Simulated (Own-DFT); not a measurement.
Hf36O71 (tetragonal hafnia with one neutral oxygen vacancy, atoms displaced) (calculated)

A calculation, not a measurement: plane-wave PBE and HSE06 DFT by an unreviewed code, no spin, of a simulated cell at Gamma alone, so results move with cell size and shape, stress positive in tension, energies less offsets, not probed for a lower state with spin; hafnium file: forces about 75 meV/angstrom off all-electron values; oxygen file: force components 24 meV/angstrom off all-electron in a glass; k mesh not checked against a denser one; forces and stress are PBE's, HSE06 gives the energy alone, and its difference from PBE has offsets of its own; offsets are fitted by least squares, one for each functional and potential file, so energies compare only between cells with the same atoms and settings and are not formation energies; the far tail of each file's local potential was reset to the Coulomb form; each entry is a single point on an unrelaxed cell, so the pressure reflects the starting lattice, taken from the Materials Project, from which strain is counted, and rises with the displacements; printed positions are rounded, which can move forces by about a meV/angstrom; the program is a retired in-house code; no spin-orbit coupling. Program: Own-DFT development build.

Settings shared by all entries: first functional PBE; second functional HSE06; exact exchange share 0.25; screening 0.11 1/bohr; exchange divergence Gygi-Baldereschi; potential files PseudoDojo norm-conserving, scalar-relativistic, made for PBE, standard set; wave cutoff 48 hartree; occupations fixed; k mesh 1 x 1 x 1 centred on Gamma.

(1) Hf36O71 (tetragonal hafnia with one neutral oxygen vacancy, atoms displaced)

```
Hf36O71
1.0
     10.7800     0.0000     0.0000
      0.0000    10.7800     0.0000
      0.0000     0.0000    10.4493
Hf O Hf O Hf O Hf O Hf O Hf O Hf O Hf O Hf O Hf O Hf O Hf O Hf O Hf O Hf O Hf O Hf O Hf O
2 4 2 3 2 4 2 4 2 4 2 4 2 4 2 4 2 4 2 4 2 4 2 4 2 4 2 4 2 4 2 4 2 4 2 4
Direct
  0.00192 0.00257 0.00012
  0.16500 0.16254 0.24878
  0.99964 0.16932 0.15334
  0.16593 0.00001 0.34094
  0.99707 0.16693 0.40473
  0.16244 0.99988 0.10423
  0.99984 0.00324 0.50257
  0.16596 0.16672 0.74645
  0.99587 0.16780 0.65567
  0.16878 0.00071 0.84637
  0.16490 0.00015 0.60235
  0.00145 0.33228 0.00296
  0.16458 0.50047 0.24885
  0.99737 0.50341 0.15180
  0.16495 0.33200 0.34995
  0.00091 0.49850 0.40072
  0.16416 0.33507 0.09354
  0.99656 0.32957 0.50057
  0.16964 0.50148 0.74608
  0.00321 0.49981 0.65543
  0.16305 0.33855 0.84668
  0.99968 0.49931 0.90191
  0.16630 0.33253 0.60157
  0.99713 0.66743 0.00189
  0.16847 0.83226 0.25129
  0.99627 0.83354 0.14987
  0.16218 0.67135 0.34682
  0.99960 0.83048 0.39858
  0.16067 0.67006 0.09951
  0.00050 0.66681 0.49887
  0.16762 0.82967 0.74889
  0.99827 0.83186 0.65416
  0.16776 0.66389 0.84600
  0.00433 0.83386 0.89463
  0.16914 0.67165 0.59755
  0.33686 0.99590 0.00457
  0.49904 0.16603 0.24486
  0.33307 0.16640 0.15302
  0.49653 0.00221 0.34331
  0.32566 0.16594 0.40258
  0.50137 0.99936 0.09577
  0.33689 0.99463 0.49405
  0.50464 0.16673 0.74861
  0.33539 0.16355 0.65228
  0.50002 0.00107 0.84543
  0.33123 0.17202 0.89739
  0.50457 0.99952 0.59775
  0.33653 0.32948 0.99980
  0.50235 0.50277 0.25149
  0.33060 0.50186 0.15165
  0.50247 0.33366 0.34241
  0.33349 0.50456 0.40484
  0.49727 0.33158 0.09925
  0.33497 0.33343 0.50008
  0.49786 0.50322 0.74966
  0.32953 0.49746 0.65096
  0.50238 0.33064 0.84987
  0.33287 0.49995 0.90397
  0.49561 0.33207 0.59763
  0.33459 0.66338 0.00160
  0.49989 0.83221 0.25067
  0.33067 0.83159 0.15610
  0.50485 0.66127 0.34424
  0.33461 0.82968 0.40500
  0.49671 0.66688 0.09555
  0.33063 0.66292 0.49630
  0.49866 0.83096 0.74521
  0.33678 0.84058 0.65302
  0.50135 0.66836 0.84935
  0.33524 0.83621 0.90165
  0.49578 0.66609 0.59978
  0.66631 0.99993 0.99905
  0.83249 0.16830 0.25178
  0.66659 0.16627 0.15225
  0.83198 0.99912 0.34773
  0.66683 0.16997 0.40358
  0.82823 0.00057 0.09721
  0.67016 0.00886 0.49713
  0.83041 0.16997 0.74931
  0.66778 0.16937 0.65309
  0.83450 0.99536 0.84363
  0.66952 0.16545 0.90690
  0.83062 0.99444 0.59802
  0.66843 0.32890 0.00317
  0.83253 0.50263 0.25065
  0.67242 0.50019 0.15095
  0.83001 0.32903 0.35021
  0.66981 0.49912 0.40486
  0.83311 0.33352 0.09956
  0.67235 0.33280 0.49935
  0.83594 0.49915 0.74905
  0.66630 0.49917 0.64749
  0.82942 0.32942 0.84901
  0.66489 0.50195 0.90194
  0.83375 0.33028 0.60308
  0.66061 0.66730 0.99895
  0.83728 0.83353 0.24749
  0.66631 0.83058 0.15443
  0.83014 0.66651 0.34504
  0.66501 0.83155 0.39876
  0.83614 0.66845 0.09731
  0.66475 0.66931 0.49505
  0.83707 0.83263 0.74756
  0.66598 0.83068 0.64936
  0.83500 0.66825 0.84760
  0.66686 0.83552 0.89978
  0.82941 0.66955 0.59036
```

```
PBE energy of cell above offsets : -100.823 eV
HSE06 less PBE above offsets     : -0.148 eV
PBE pressure                     : 0.98 GPa
PBE stress xx                    : -0.86 GPa
PBE stress yy                    : -0.48 GPa
PBE stress zz                    : -1.61 GPa
PBE stress yz                    : -0.43 GPa
PBE stress xz                    : -0.18 GPa
PBE stress xy                    : 0 GPa
```

Force:
```tsv
element	x (eV/Å)	y (eV/Å)	z (eV/Å)
Hf	-0.461	-0.366	-0.817
Hf	0.569	1.017	0.132
O	-0.439	-0.197	-0.172
O	-0.005	-0.462	1.392
O	0.07	-0.409	-0.188
O	0.799	0.078	-0.938
Hf	-0.103	-1.217	0.183
Hf	1.015	0.315	0.8
O	0.206	-0.251	-0.141
O	-0.532	0.161	0.441
O	-0.024	0.012	-1.295
Hf	-0.075	0.06	-1.158
Hf	-0.432	-0.322	-0.036
O	0.379	-0.264	0.336
O	-0.011	0.348	-0.623
O	-0.217	0.008	0.452
O	0.727	-0.019	0.704
Hf	1.313	0.939	0.239
Hf	-0.821	-0.724	1.276
O	-0.815	0.29	-0.82
O	-0.286	-0.991	-0.099
O	-0.584	0.048	0.426
O	-0.182	-0.27	-0.904
Hf	0.055	-0.034	-1.091
Hf	-1.572	0.082	-0.797
O	0.914	0.266	-0.014
O	0.437	-1.29	0.416
O	-0.101	0.884	0.601
O	1.203	-0.104	-0.151
Hf	-0.444	0.107	0.051
Hf	-0.302	0.732	0.568
O	0.883	-0.14	-1.039
O	0.395	0.447	0.1
O	0.047	0.114	1.091
O	-0.257	-0.062	-0.236
Hf	-1.138	0.909	-1.486
Hf	-0.085	0.801	0.39
O	-0.218	-0.154	-0.376
O	-0.117	-0.399	0.305
O	0.462	-0.075	0.007
O	-0.242	-0.092	0.493
Hf	-0.045	1.431	1.768
Hf	-1.701	-0.149	0.278
O	0.088	0.085	-0.169
O	-0.044	0.019	0.219
O	0.102	-1.121	0.881
O	-0.181	0.218	-0.946
Hf	-0.815	0.327	-0.603
Hf	-0.034	-1.441	-0.99
O	0.441	0.26	0.507
O	-0.333	-0.011	0.468
O	-0.043	-1.134	-0.833
O	0.757	0.051	-0.111
Hf	-0.822	-0.739	0.175
Hf	0.764	-0.753	0.037
O	1.036	0.255	-0.23
O	0.083	0.678	-0.314
O	0.52	-0.116	-0.219
O	1.065	0.129	-0.307
Hf	-1.455	0.198	-0.548
Hf	1.019	0.054	-0.022
O	0.822	0.331	-0.433
O	-0.267	1.25	0.469
O	0.115	-0.052	-0.822
O	0.38	-0.058	0.652
Hf	0.264	0.559	1.285
Hf	1.12	0.9	0.362
O	-0.8	-0.113	-0.406
O	-0.255	-0.344	-0.003
O	-0.118	-0.787	0.632
O	-0.077	-0.194	-0.416
Hf	0.452	-0.736	-0.586
Hf	0.057	-0.626	-0.728
O	-0.163	0.233	0.229
O	0.01	0.542	0.038
O	-0.05	-0.333	-0.496
O	1.058	0.063	-0.075
Hf	-0.333	-2.217	0.536
Hf	0.491	-1.035	1.062
O	-0.018	-0.105	-0.668
O	0.32	1.397	0.366
O	-0.13	-0.089	-0.607
O	0.548	0.594	-0.525
Hf	-0.229	0.941	-0.487
Hf	0.389	-0.149	-0.071
O	-1.382	0.176	0.203
O	0.218	0.891	0.305
O	-0.114	-0.233	-0.598
O	0.133	-0.23	0.14
Hf	-1.143	1.081	0.57
Hf	-0.4	0.506	0.727
O	-0.051	-0.175	0.817
O	0.325	0.736	0.079
O	0.003	-0.456	0.16
O	0.109	0.302	-0.411
Hf	1.427	0.367	-0.453
Hf	-0.71	-0.202	0.128
O	-0.46	-0.071	-0.257
O	0.164	0.064	0.097
O	-0.487	1.098	0.188
O	-1.194	-0.052	0.019
Hf	0.149	0.192	0.965
Hf	-1.177	-0.252	0.26
O	-0.096	-0.245	0.204
O	-0.095	-0.568	-0.4
O	-0.209	-0.462	0.599
O	0.988	-0.463	0.296
```

(2) Hf36O71 (tetragonal hafnia with one neutral oxygen vacancy, atoms displaced)

```
Hf36O71
1.0
     10.7800     0.0000     0.0000
      0.0000    10.7800     0.0000
      0.0000     0.0000    10.4493
Hf O Hf O Hf O Hf O Hf O Hf O Hf O Hf O Hf O Hf O Hf O Hf O Hf O Hf O Hf O Hf O Hf O Hf O
2 4 2 4 2 4 2 4 2 4 2 4 2 4 2 4 2 4 2 4 2 4 2 4 2 4 2 4 2 4 2 3 2 4 2 4
Direct
  0.00065 0.00832 0.00655
  0.16481 0.15845 0.25886
  0.99525 0.15135 0.15591
  0.15241 0.00280 0.35160
  0.00230 0.17971 0.41569
  0.15902 0.00844 0.08676
  0.98792 0.00221 0.48920
  0.16083 0.16040 0.73469
  0.00212 0.16699 0.64679
  0.16332 0.00580 0.84917
  0.99200 0.17328 0.89820
  0.16043 0.00215 0.59421
  0.00915 0.33058 0.99126
  0.16534 0.50241 0.25003
  0.99980 0.50973 0.14430
  0.16246 0.33026 0.34178
  0.00085 0.49340 0.41666
  0.17898 0.33709 0.10238
  0.01031 0.33672 0.50734
  0.16475 0.49550 0.75776
  0.00269 0.51172 0.65031
  0.16980 0.33498 0.84940
  0.99763 0.49155 0.90591
  0.17404 0.32942 0.60049
  0.01594 0.66486 0.00445
  0.15988 0.83839 0.24208
  0.00780 0.82330 0.14198
  0.15966 0.66242 0.35012
  0.99830 0.82625 0.39845
  0.16429 0.65854 0.09818
  0.00390 0.68086 0.50674
  0.16686 0.84237 0.74823
  0.99843 0.83882 0.65532
  0.15914 0.68122 0.85772
  0.00353 0.82413 0.90117
  0.17513 0.67647 0.59122
  0.34539 0.00526 0.99145
  0.50513 0.17264 0.24421
  0.31610 0.16827 0.15943
  0.49735 0.00038 0.34343
  0.34331 0.17871 0.40168
  0.49749 0.99706 0.10670
  0.32607 0.98679 0.50249
  0.49608 0.16880 0.74645
  0.33882 0.16582 0.66257
  0.48747 0.00794 0.84877
  0.33923 0.17075 0.90052
  0.50934 0.00276 0.58627
  0.32802 0.34136 0.02740
  0.50323 0.49545 0.25137
  0.33475 0.49198 0.13693
  0.50122 0.34055 0.35350
  0.33552 0.50161 0.39265
  0.48853 0.33924 0.10658
  0.32957 0.33742 0.49478
  0.49836 0.49636 0.74823
  0.33815 0.49399 0.65472
  0.49305 0.34669 0.84574
  0.31971 0.49433 0.90027
  0.50296 0.33050 0.59389
  0.33715 0.65921 0.00687
  0.50474 0.83768 0.23808
  0.34374 0.83382 0.15270
  0.49531 0.66122 0.34666
  0.34288 0.83718 0.40940
  0.50902 0.66973 0.09467
  0.34302 0.66769 0.49265
  0.48814 0.82993 0.76303
  0.33014 0.84347 0.63263
  0.49305 0.66541 0.85851
  0.32980 0.83006 0.89849
  0.50135 0.67060 0.60558
  0.65929 0.99840 0.01383
  0.82864 0.17851 0.24338
  0.67455 0.15489 0.14889
  0.83077 0.99262 0.32459
  0.66412 0.16595 0.40988
  0.82545 0.00444 0.10365
  0.65955 0.99322 0.49327
  0.82077 0.15888 0.74598
  0.66384 0.17788 0.64811
  0.84663 0.00042 0.83868
  0.65611 0.17015 0.90403
  0.83682 0.00353 0.61084
  0.67409 0.34224 0.99219
  0.83157 0.49904 0.25160
  0.66571 0.49993 0.15412
  0.82905 0.33241 0.34704
  0.66341 0.50024 0.41314
  0.82929 0.33485 0.10271
  0.66055 0.32247 0.50056
  0.83662 0.48783 0.75339
  0.65512 0.49420 0.64737
  0.67212 0.48342 0.89940
  0.83666 0.32750 0.59824
  0.66685 0.66602 0.00223
  0.83539 0.84083 0.23429
  0.66477 0.83120 0.14966
  0.82085 0.66081 0.34577
  0.66058 0.82335 0.39882
  0.83436 0.66689 0.09909
  0.66383 0.65594 0.49911
  0.82283 0.83737 0.75353
  0.67002 0.83365 0.64099
  0.83412 0.66380 0.83829
  0.66831 0.83760 0.89872
  0.83237 0.67721 0.59521
```

```
PBE energy of cell above offsets : -89.634 eV
HSE06 less PBE above offsets     : 0.414 eV
PBE pressure                     : 5.02 GPa
PBE stress xx                    : -5.41 GPa
PBE stress yy                    : -4.71 GPa
PBE stress zz                    : -4.93 GPa
PBE stress yz                    : 0.37 GPa
PBE stress xz                    : -0.45 GPa
PBE stress xy                    : 0.07 GPa
```

Force:
```tsv
element	x (eV/Å)	y (eV/Å)	z (eV/Å)
Hf	-1.804	-0.982	-3.174
Hf	-0.867	2.341	-0.601
O	0.599	1.033	0.088
O	0.779	-2.1	-0.094
O	-0.567	-2.938	-2.102
O	2.832	-1.234	1.955
Hf	0.217	0.225	2.022
Hf	0.999	0.964	1.913
O	-1.108	-0.094	0.658
O	0.165	-0.226	-0.541
O	0.06	-0.61	0.332
O	-0.087	0.236	-0.088
Hf	-0.277	0.202	1.056
Hf	-0.795	-0.519	0.335
O	0.166	-1.188	1.797
O	0.417	0.788	0.631
O	0.051	1.93	-2.007
O	-7.073	-0.111	1.994
Hf	-1.585	0.501	0.737
Hf	1.133	1.27	-0.347
O	0.017	-0.938	1.618
O	-1.427	-1.468	-0.046
O	-0.112	0.779	-1.305
O	-0.383	0.259	0.341
Hf	-3.888	0.326	-2.766
Hf	1.332	-1.296	1.087
O	-0.859	1.145	0.759
O	0.61	1.541	-1.24
O	-0.031	2.684	-1.587
O	3.917	0.443	2.082
Hf	-0.859	-2.923	1.234
Hf	-1.773	-1.139	0.35
O	0.462	-0.247	-0.702
O	0.983	-2.521	-1.184
O	-0.666	2.416	0.862
O	0.092	-0.054	0.647
Hf	-2.671	1.189	-0.668
Hf	-1.669	-0.032	1.917
O	3.508	-0.833	-0.82
O	0.599	0.669	-0.64
O	-0.792	-2.079	0.062
O	0.172	0.857	-0.687
Hf	1.918	3.166	0.231
Hf	0.659	2.167	1.133
O	-1.999	-0.62	-1.839
O	0.664	-2.36	0.155
O	0.104	-0.375	1.668
O	-2.567	0.271	1.579
Hf	2.745	-2.16	-7.439
Hf	-0.22	0.661	0.426
O	0.164	3.45	2.747
O	0.714	-1.476	-0.876
O	-0.741	-0.374	0.082
O	3.837	-1.619	1.232
Hf	1.617	0.28	0.623
Hf	-0.167	0.677	-0.487
O	-1.531	0.418	-0.866
O	0.631	-2.425	0.558
O	0.049	2.004	0.88
O	-2.197	-0.231	0.359
Hf	-0.366	-0.387	-1.807
Hf	-0.079	-1.054	3.98
O	-3.279	-0.398	-0.524
O	-0.215	0.73	-0.493
O	-0.773	-1.436	-2.705
O	-1.589	-0.249	0.802
Hf	-0.296	-0.391	1.001
Hf	1.244	-0.285	-2.217
O	0.933	0.011	3.252
O	0.49	-0.256	-0.356
O	0.888	0.753	-0.011
O	-1.2	0.438	-0.102
Hf	1.606	0.985	-2.113
Hf	1.232	-0.384	0.993
O	-2.892	0.752	0.337
O	0.724	2.802	3.57
O	0.082	-1.421	-2.537
O	1.034	-1.579	-1.986
Hf	1.092	-1.924	0.048
Hf	1.678	1.438	-0.052
O	-0.069	-0.797	0.68
O	-0.653	0.42	2.093
O	0.804	-1.028	-0.107
O	-1.098	0.351	-2.772
Hf	-0.911	-3.895	1.844
Hf	0.833	0.995	0.369
O	0.016	-0.042	-0.543
O	-0.367	0.379	-0.04
O	-0.14	-2.3	-2.219
O	1.259	-0.524	-0.741
Hf	1.454	2.596	1.084
Hf	-0.514	1.205	-1.18
O	2.319	0.365	1.048
O	0.607	5.139	-1.535
O	-0.073	0.785	0.715
Hf	2.517	-0.374	-1.057
Hf	-0.3	-4.105	0.861
O	0.963	0.566	-1.489
O	0.745	0.718	-0.654
O	-0.194	1.56	-0.663
O	-0.712	0.343	-0.913
Hf	1.593	2.452	1.247
Hf	1.251	-2.08	-1.342
O	-1.433	0.835	1.632
O	-1.002	-0.879	0.604
O	-0.801	0.006	0.551
O	0.087	-0.562	-0.6
```
